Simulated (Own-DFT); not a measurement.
Hf$_{36}$O$_{71}$ (tetragonal hafnia with one neutral oxygen vacancy, atoms displaced) (calculated)

A calculation, not a measurement: plane-wave PBE and HSE06 DFT by an unreviewed code, no spin, of a simulated cell at Gamma alone, so results move with cell size and shape, stress positive in tension, energies less offsets, not probed for a lower state with spin; hafnium file: forces about 75 meV/angstrom off all-electron values; oxygen file: force components 24 meV/angstrom off all-electron in a glass; k mesh not checked against a denser one; forces and stress are PBE's, HSE06 gives the energy alone, and its difference from PBE has offsets of its own; offsets are fitted by least squares, one for each functional and potential file, so energies compare only between cells with the same atoms and settings and are not formation energies; the far tail of each file's local potential was reset to the Coulomb form; each entry is a single point on an unrelaxed cell, so the pressure reflects the starting lattice, taken from the Materials Project, from which strain is counted, and rises with the displacements; printed positions are rounded, which can move forces by about a meV/angstrom; the program is a retired in-house code; no spin-orbit coupling. Program: Own-DFT development build.

Common to all runs: first functional PBE; second functional HSE06; exact exchange share 0.25; screening 0.11 1/bohr; exchange divergence Gygi-Baldereschi; potential files PseudoDojo norm-conserving, scalar-relativistic, made for PBE, standard set; wave cutoff 48 hartree; occupations fixed; k mesh 1 x 1 x 1 centred on Gamma.

(1) 
```cif
# cell vector a (Å): 10.7800 0.0000 0.0000
# cell vector b (Å): 0.0000 10.7800 0.0000
# cell vector c (Å): 0.0000 0.0000 10.4493
data_Hf36O71
_symmetry_space_group_name_H-M 'P 1'
_symmetry_Int_Tables_number 1
_cell_length_a 10.7800
_cell_length_b 10.7800
_cell_length_c 10.4493
_cell_angle_alpha 90.000
_cell_angle_beta 90.000
_cell_angle_gamma 90.000
_cell_volume 1214.30
loop_
_atom_site_label
_atom_site_type_symbol
_atom_site_fract_x
_atom_site_fract_y
_atom_site_fract_z
_atom_site_occupancy
Hf1 Hf 0.99756 0.00185 0.99760 1
Hf2 Hf 0.16342 0.16700 0.24909 1
O1 O 0.99782 0.16869 0.14842 1
O2 O 0.17032 0.99782 0.34891 1
O3 O 0.00478 0.16861 0.40716 1
O4 O 0.16615 0.99774 0.09793 1
Hf3 Hf 0.00199 0.99832 0.49778 1
Hf4 Hf 0.16499 0.16302 0.75461 1
O5 O 0.00468 0.16610 0.65000 1
O6 O 0.17209 0.99642 0.84931 1
O7 O 0.00198 0.16696 0.90522 1
O8 O 0.16519 0.99663 0.59784 1
Hf5 Hf 0.99912 0.33461 0.99844 1
Hf6 Hf 0.16682 0.49671 0.25384 1
O9 O 0.99941 0.50354 0.15590 1
O10 O 0.16553 0.33724 0.35178 1
O11 O 0.99750 0.50035 0.40621 1
O12 O 0.16936 0.33426 0.09809 1
Hf7 Hf 0.99703 0.33335 0.50190 1
Hf8 Hf 0.16951 0.50014 0.75346 1
O13 O 0.99905 0.50529 0.65308 1
O14 O 0.16918 0.33098 0.84680 1
O15 O 0.00239 0.50175 0.90308 1
O16 O 0.17334 0.32670 0.59748 1
Hf9 Hf 0.99541 0.66877 0.00211 1
Hf10 Hf 0.16612 0.83658 0.24605 1
O17 O 0.99534 0.83185 0.15437 1
O18 O 0.16661 0.66637 0.35383 1
O19 O 0.99612 0.83297 0.40519 1
Hf11 Hf 0.99922 0.66893 0.50488 1
Hf12 Hf 0.16775 0.83792 0.75061 1
O20 O 0.00263 0.83065 0.65145 1
O21 O 0.16703 0.66444 0.84794 1
O22 O 0.00345 0.83203 0.89917 1
O23 O 0.16340 0.66786 0.59725 1
Hf13 Hf 0.33344 0.99661 0.99478 1
Hf14 Hf 0.50509 0.17113 0.24991 1
O24 O 0.33699 0.16387 0.15229 1
O25 O 0.50483 0.99906 0.34997 1
O26 O 0.33165 0.16423 0.40433 1
O27 O 0.50182 0.00147 0.09739 1
Hf15 Hf 0.32688 0.00079 0.50118 1
Hf16 Hf 0.49914 0.16350 0.74794 1
O28 O 0.33377 0.16731 0.65131 1
O29 O 0.50161 0.00224 0.84592 1
O30 O 0.33334 0.17089 0.90780 1
O31 O 0.50140 0.99626 0.59664 1
Hf17 Hf 0.33553 0.33603 0.00214 1
Hf18 Hf 0.50336 0.50277 0.25161 1
O32 O 0.33282 0.49769 0.15125 1
O33 O 0.50106 0.33540 0.35069 1
O34 O 0.33764 0.49797 0.40134 1
O35 O 0.50108 0.33486 0.09857 1
Hf19 Hf 0.33087 0.33431 0.50089 1
Hf20 Hf 0.50215 0.49878 0.74305 1
O36 O 0.33319 0.49979 0.64931 1
O37 O 0.49567 0.33606 0.84356 1
O38 O 0.33205 0.49673 0.90073 1
O39 O 0.50524 0.33087 0.59737 1
Hf21 Hf 0.32609 0.66660 0.99684 1
Hf22 Hf 0.49314 0.83378 0.24963 1
O40 O 0.33635 0.83339 0.14766 1
O41 O 0.49772 0.66618 0.34799 1
O42 O 0.33073 0.83389 0.40338 1
O43 O 0.49840 0.67074 0.09714 1
Hf23 Hf 0.32660 0.66724 0.49997 1
Hf24 Hf 0.50347 0.83268 0.74928 1
O44 O 0.32995 0.84263 0.65235 1
O45 O 0.49882 0.66637 0.84364 1
O46 O 0.33238 0.83170 0.90564 1
O47 O 0.49879 0.66283 0.59890 1
Hf25 Hf 0.66409 0.99900 0.00221 1
Hf26 Hf 0.82787 0.16763 0.24806 1
O48 O 0.66502 0.16769 0.15063 1
O49 O 0.83365 0.00109 0.34199 1
O50 O 0.66786 0.16727 0.39840 1
O51 O 0.83527 0.99834 0.10232 1
Hf27 Hf 0.66397 0.00026 0.49770 1
Hf28 Hf 0.83233 0.16937 0.74968 1
O52 O 0.67043 0.16726 0.65440 1
O53 O 0.82905 0.00237 0.84997 1
O54 O 0.66486 0.16820 0.90463 1
O55 O 0.83407 0.00259 0.59613 1
Hf29 Hf 0.66081 0.33707 0.99761 1
Hf30 Hf 0.83421 0.49566 0.24314 1
O56 O 0.67352 0.50368 0.15711 1
O57 O 0.83477 0.34073 0.34687 1
O58 O 0.66542 0.49812 0.40025 1
O59 O 0.82919 0.33207 0.09742 1
Hf31 Hf 0.66277 0.32996 0.50782 1
Hf32 Hf 0.83113 0.50150 0.74289 1
O60 O 0.66580 0.49899 0.65221 1
O61 O 0.83258 0.33549 0.84758 1
O62 O 0.66830 0.49725 0.90240 1
O63 O 0.83531 0.33074 0.59435 1
Hf33 Hf 0.65952 0.66646 0.00350 1
Hf34 Hf 0.83237 0.83116 0.24385 1
O64 O 0.66609 0.83109 0.15518 1
O65 O 0.83504 0.66714 0.34722 1
O66 O 0.66691 0.83421 0.40742 1
O67 O 0.83135 0.66628 0.09334 1
Hf35 Hf 0.66737 0.66488 0.50204 1
Hf36 Hf 0.83289 0.83748 0.75047 1
O68 O 0.66504 0.83163 0.65694 1
O69 O 0.83399 0.66898 0.85498 1
O70 O 0.66929 0.83278 0.90184 1
O71 O 0.83495 0.66548 0.59409 1
_calc_PBE_energy_of_cell_above_offsets '-100.629'  # eV
_calc_HSE06_less_PBE_above_offsets '-0.140'  # eV
_calc_PBE_pressure 1.07  # GPa
_calc_PBE_stress_xx -1.82  # GPa
_calc_PBE_stress_yy 0.32  # GPa
_calc_PBE_stress_zz -1.73  # GPa
_calc_PBE_stress_yz 0.32  # GPa
_calc_PBE_stress_xz 0.9  # GPa
_calc_PBE_stress_xy -0.02  # GPa
```

Force:
```csv
element,x (eV/Å),y (eV/Å),z (eV/Å)
Hf,-0.077,-0.587,0.781
Hf,0.806,0.301,0.033
O,0.232,-0.047,0.588
O,-0.454,0.599,-0.255
O,-0.057,-0.409,-0.864
O,-0.262,0.039,-0.08
Hf,-0.842,0.138,0.021
Hf,0.583,1.179,-0.836
O,-0.753,0.029,1.013
O,-0.128,0.92,0.28
O,0.077,-0.177,-0.727
O,-0.297,0.244,0.459
Hf,0.121,0.406,0.376
Hf,0.004,0.809,-0.069
O,1.025,0.05,-0.827
O,0.23,-1.068,-0.411
O,0.466,-0.001,0.136
O,-0.829,-0.19,0.162
Hf,1.268,0.507,-0.602
Hf,-0.402,-0.35,-0.254
O,0.377,-0.645,0.343
O,-0.521,0.15,0.049
O,0.013,-0.355,0.305
O,-1.512,0.552,0.307
Hf,0.515,-0.325,-0.434
Hf,-0.039,-0.934,0.369
O,1.445,-0.384,-0.667
O,0.257,0.181,-1.379
O,0.419,0.393,-0.396
Hf,-0.007,-0.528,-1.486
Hf,-0.437,-1.457,-0.347
O,-0.666,0.352,0.403
O,0.532,0.616,0.292
O,-0.228,0.875,0.422
O,1.066,-0.115,0.641
Hf,0.197,1.198,1.211
Hf,-1.195,-0.648,0.508
O,-0.574,0.188,0.65
O,-0.195,0.373,-0.61
O,-0.012,0.664,-0.118
O,-0.444,-0.392,-0.221
Hf,1.082,-0.082,-0.148
Hf,-0.118,0.729,0.27
O,0.057,-0.556,0.613
O,-0.282,-0.714,0.34
O,0.074,-1.138,-0.639
O,-0.215,0.491,0.228
Hf,-0.418,-0.235,-0.02
Hf,-0.235,-0.229,0.507
O,0.009,0.667,0.144
O,0.057,-0.4,-0.446
O,-0.342,0.56,0.114
O,0.103,0.196,0.238
Hf,0.409,-0.433,-0.454
Hf,-1.062,0.588,0.908
O,-0.025,-0.074,0.131
O,0.403,-0.609,0.166
O,-0.16,0.918,0.017
O,-1.505,0.08,0.633
Hf,-0.17,-0.647,0.561
Hf,1.234,0.067,0.728
O,-1.24,-0.138,0.244
O,0.065,0.508,-0.186
O,0.254,-0.046,-0.384
O,-0.604,-0.52,0.002
Hf,0.552,-0.397,-0.326
Hf,-0.719,-0.071,-0.15
O,0.822,-0.67,0.316
O,0.262,-0.286,0.279
O,0.14,-0.1,-0.735
O,-0.141,0.386,-0.292
Hf,0.559,0.171,-0.137
Hf,0.565,0.262,0.44
O,0.319,-0.177,-0.083
O,0.068,0.087,0.328
O,0.059,0.3,0.466
O,-0.455,0.217,-1.037
Hf,0.317,-0.372,-0.423
Hf,0.644,-0.186,0.035
O,-0.758,0.086,-0.302
O,0.54,0.017,-0.195
O,-0.009,-0.008,-0.152
O,0.013,-0.315,0.155
Hf,0.873,-0.765,-0.069
Hf,0.556,1.222,2.064
O,-2.228,0.026,-1.324
O,0.195,-1.928,0.021
O,-0.302,0.221,0.961
O,0.449,0.197,-0.38
Hf,1.082,0.559,-2.307
Hf,0.947,0.676,1.654
O,0.561,-0.067,-0.586
O,0.351,-0.158,-0.519
O,-0.4,0.911,-0.117
O,-0.719,0.139,0.982
Hf,1.124,0.083,-0.762
Hf,-0.474,-0.205,1.811
O,-0.694,0.128,-0.458
O,-0.339,-0.224,-0.497
O,0.047,-0.506,0.142
O,-0.212,0.283,0.448
Hf,-0.129,0.178,-1.356
Hf,0.273,-0.699,0.308
O,0.784,-0.057,-0.391
O,0.005,-0.324,-1.657
O,-0.505,0.251,0.377
O,-1.103,-0.021,1.138
```

(2) 
```cif
# cell vector a (Å): 10.7800 0.0000 0.0000
# cell vector b (Å): 0.0000 10.7800 0.0000
# cell vector c (Å): 0.0000 0.0000 10.4493
data_Hf36O71
_symmetry_space_group_name_H-M 'P 1'
_symmetry_Int_Tables_number 1
_cell_length_a 10.7800
_cell_length_b 10.7800
_cell_length_c 10.4493
_cell_angle_alpha 90.000
_cell_angle_beta 90.000
_cell_angle_gamma 90.000
_cell_volume 1214.30
loop_
_atom_site_label
_atom_site_type_symbol
_atom_site_fract_x
_atom_site_fract_y
_atom_site_fract_z
_atom_site_occupancy
Hf1 Hf 0.00412 0.99750 0.00102 1
Hf2 Hf 0.16825 0.16347 0.25223 1
O1 O 0.99780 0.16470 0.15577 1
O2 O 0.16412 0.99848 0.34378 1
O3 O 0.00262 0.17092 0.40210 1
O4 O 0.16395 0.99619 0.09628 1
Hf3 Hf 0.99713 0.99915 0.49393 1
Hf4 Hf 0.16570 0.16756 0.74873 1
O5 O 0.00324 0.16341 0.65110 1
O6 O 0.16468 0.99591 0.84524 1
O7 O 0.99752 0.16800 0.89854 1
O8 O 0.16507 0.99677 0.59720 1
Hf5 Hf 0.00362 0.33283 0.00241 1
Hf6 Hf 0.16519 0.50253 0.24998 1
O9 O 0.00153 0.49916 0.15619 1
O10 O 0.16391 0.33455 0.34838 1
O11 O 0.00224 0.49790 0.40294 1
O12 O 0.16364 0.33796 0.09925 1
Hf7 Hf 0.99919 0.33155 0.50169 1
Hf8 Hf 0.17153 0.50070 0.74861 1
O13 O 0.00037 0.49866 0.64972 1
O14 O 0.16377 0.33795 0.84537 1
O15 O 0.99655 0.49913 0.90285 1
O16 O 0.16561 0.33327 0.60085 1
Hf9 Hf 0.00316 0.66840 0.00123 1
Hf10 Hf 0.16448 0.83531 0.24939 1
O17 O 0.99487 0.82888 0.15219 1
O18 O 0.16747 0.66593 0.34573 1
O19 O 0.00047 0.83429 0.39923 1
O20 O 0.16511 0.66555 0.09152 1
Hf11 Hf 0.99537 0.67186 0.50011 1
Hf12 Hf 0.16789 0.82982 0.74915 1
O21 O 0.99660 0.83261 0.65234 1
O22 O 0.16444 0.66250 0.84738 1
O23 O 0.00016 0.83702 0.90083 1
O24 O 0.16513 0.66667 0.59777 1
Hf13 Hf 0.33334 0.99801 0.99870 1
Hf14 Hf 0.49951 0.16180 0.25069 1
O25 O 0.33198 0.16347 0.15168 1
O26 O 0.49970 0.99779 0.34674 1
O27 O 0.33855 0.16908 0.40349 1
O28 O 0.49669 0.00370 0.09622 1
Hf15 Hf 0.33114 0.99495 0.50198 1
Hf16 Hf 0.50921 0.16065 0.74970 1
O29 O 0.33247 0.16709 0.65797 1
O30 O 0.49850 0.99821 0.84467 1
O31 O 0.32937 0.17034 0.89471 1
O32 O 0.49788 0.00030 0.59178 1
Hf17 Hf 0.33086 0.32749 0.00459 1
Hf18 Hf 0.50111 0.49776 0.24892 1
O33 O 0.33668 0.50098 0.15705 1
O34 O 0.49966 0.33442 0.35560 1
O35 O 0.34136 0.50030 0.40050 1
O36 O 0.50279 0.33582 0.10135 1
Hf19 Hf 0.32802 0.33430 0.49861 1
Hf20 Hf 0.50305 0.49762 0.74701 1
O37 O 0.33180 0.50130 0.65280 1
O38 O 0.49993 0.32622 0.84711 1
O39 O 0.33299 0.50214 0.90284 1
O40 O 0.49941 0.33892 0.59126 1
Hf21 Hf 0.33830 0.66925 0.00440 1
Hf22 Hf 0.49948 0.83129 0.25171 1
O41 O 0.33186 0.83928 0.15454 1
O42 O 0.50102 0.66699 0.34844 1
O43 O 0.33227 0.82788 0.40255 1
O44 O 0.49830 0.66910 0.09416 1
Hf23 Hf 0.33529 0.66584 0.50218 1
Hf24 Hf 0.49724 0.83137 0.74666 1
O45 O 0.33683 0.83468 0.65335 1
O46 O 0.50156 0.66886 0.84937 1
O47 O 0.33250 0.83333 0.90091 1
O48 O 0.50167 0.66422 0.59667 1
Hf25 Hf 0.66930 0.00453 0.00077 1
Hf26 Hf 0.83177 0.16672 0.25123 1
O49 O 0.67035 0.16484 0.15398 1
O50 O 0.83337 0.99882 0.34788 1
O51 O 0.66796 0.16537 0.40362 1
O52 O 0.83504 0.99756 0.10100 1
Hf27 Hf 0.67103 0.99879 0.50161 1
Hf28 Hf 0.83411 0.17102 0.75060 1
O53 O 0.66464 0.16521 0.65375 1
O54 O 0.83250 0.99838 0.85157 1
O55 O 0.66840 0.16500 0.90408 1
Hf29 Hf 0.66797 0.33933 0.00254 1
Hf30 Hf 0.82902 0.49949 0.24974 1
O56 O 0.66310 0.49989 0.14922 1
O57 O 0.83091 0.33430 0.34965 1
O58 O 0.66292 0.50429 0.40023 1
O59 O 0.84003 0.33354 0.10017 1
Hf31 Hf 0.66624 0.33174 0.49764 1
Hf32 Hf 0.83174 0.50028 0.75061 1
O60 O 0.66757 0.50114 0.64677 1
O61 O 0.82594 0.33386 0.84533 1
O62 O 0.66394 0.50383 0.90864 1
O63 O 0.83212 0.33294 0.60205 1
Hf33 Hf 0.66770 0.66425 0.99792 1
Hf34 Hf 0.83315 0.83808 0.24738 1
O64 O 0.66285 0.82943 0.15221 1
O65 O 0.83749 0.66416 0.34768 1
O66 O 0.67313 0.83545 0.40212 1
O67 O 0.83168 0.66362 0.09726 1
Hf35 Hf 0.66798 0.67054 0.49319 1
Hf36 Hf 0.83538 0.83388 0.74753 1
O68 O 0.66429 0.82814 0.65594 1
O69 O 0.83069 0.67272 0.84763 1
O70 O 0.66598 0.82939 0.90316 1
O71 O 0.83499 0.66688 0.59638 1
_calc_PBE_energy_of_cell_above_offsets '-100.806'  # eV
_calc_HSE06_less_PBE_above_offsets '-0.129'  # eV
_calc_PBE_pressure 0.89  # GPa
_calc_PBE_stress_xx -1.25  # GPa
_calc_PBE_stress_yy 0.17  # GPa
_calc_PBE_stress_zz -1.6  # GPa
_calc_PBE_stress_yz -0.16  # GPa
_calc_PBE_stress_xz 0.06  # GPa
_calc_PBE_stress_xy -0.03  # GPa
```

Force:
```csv
element,x (eV/Å),y (eV/Å),z (eV/Å)
Hf,-1.12,0.644,-0.994
Hf,-0.717,1.175,0.048
O,0.844,-0.122,-0.175
O,0.293,0.282,0.531
O,-0.194,-1.286,-0.028
O,0.65,0.132,0.355
Hf,-0.033,0.621,1.127
Hf,0.779,0.094,0.504
O,-1.327,-0.289,-0.265
O,0.122,0.574,0.191
O,0.115,-0.165,0.637
O,-0.022,-0.204,-0.607
Hf,-0.267,0.544,-0.774
Hf,-0.038,-0.325,0.404
O,-0.541,0.295,-0.263
O,0.662,-0.477,-0.104
O,-0.137,0.381,0.288
O,0.955,-0.583,0.056
Hf,0.129,1.348,0.198
Hf,-1.156,-0.087,0.24
O,-0.431,0.085,0.677
O,0.048,-0.842,0.592
O,-0.426,0.112,0.418
O,-0.049,-0.192,-0.394
Hf,-1.109,-0.571,-0.768
Hf,0.049,-1.174,-0.1
O,1.096,0.193,-0.23
O,-0.052,0.581,-0.169
O,0.014,0.259,-0.016
O,0.842,0.28,0.927
Hf,0.649,-1.648,-0.229
Hf,-0.434,-0.041,0.244
O,0.636,0.446,-0.601
O,-0.185,1.06,-0.163
O,0.236,-0.835,0.216
O,0.317,0.487,-0.206
Hf,-0.062,0.472,-0.693
Hf,0.038,0.755,0.464
O,-0.094,0.435,-0.168
O,-0.058,-0.088,-0.201
O,-0.606,-1.054,-0.22
O,0.678,0.184,-0.066
Hf,0.22,0.756,-0.062
Hf,-2.487,0.661,0.322
O,0.481,-0.187,-0.793
O,0.039,-0.028,0.324
O,-0.255,-0.827,1.75
O,0.686,-0.072,0.248
Hf,0.493,1.051,-1.16
Hf,-0.492,-0.326,1.09
O,-0.707,0.026,-0.52
O,0.502,-0.731,-1.553
O,-0.632,0.215,0.625
O,-0.557,-0.521,-0.246
Hf,0.871,0.162,0.172
Hf,-0.606,-0.069,0.273
O,0.842,0.057,-0.29
O,0.542,1.062,-0.05
O,0.28,-0.615,0.565
O,0.058,-0.12,0.843
Hf,-0.699,-0.929,-1.262
Hf,-0.02,-0.069,-0.438
O,0.081,-0.29,-0.238
O,0.238,0.478,-0.253
O,-0.094,0.928,0.107
O,0.513,0.021,0.942
Hf,-0.322,-0.907,-0.349
Hf,1.202,-0.339,1.233
O,-1.058,-0.133,-0.654
O,-0.355,-0.665,-0.702
O,-0.131,-0.106,0.23
O,-0.141,0.168,0.018
Hf,-0.017,-1.63,-0.318
Hf,0.522,0.495,0.054
O,-0.663,-0.013,-0.11
O,0.251,0.622,0.683
O,0.019,-0.483,-0.02
O,-0.185,-0.08,-0.047
Hf,-0.126,0.166,0.208
Hf,0.579,-0.672,0.192
O,1.441,-0.384,-0.798
O,-0.18,0.504,-1.116
O,-0.132,0.571,-0.052
Hf,0.113,-0.759,-0.153
Hf,0.969,0.309,-0.027
O,0.767,-0.284,0.099
O,-0.277,-0.218,-0.032
O,0.494,-0.661,-0.202
O,-1.319,0.075,-0.2
Hf,-0.413,0.995,0.035
Hf,1.106,0.553,-0.479
O,0.124,-0.103,0.881
O,-0.195,0.387,0.526
O,0.031,-1.369,-1.506
O,0.029,-0.383,-0.292
Hf,0.05,2.051,0.376
Hf,-0.899,-1.253,-0.223
O,0.45,0.434,0.526
O,-0.242,0.694,-0.113
O,-0.232,0.206,-0.078
O,0.344,-0.13,0.047
Hf,0.008,-0.786,0.967
Hf,-1.01,0.048,0.993
O,0.598,0.831,-0.88
O,0.19,-1.246,-0.282
O,-0.099,1.336,0.419
O,-0.688,0.078,0.067
```
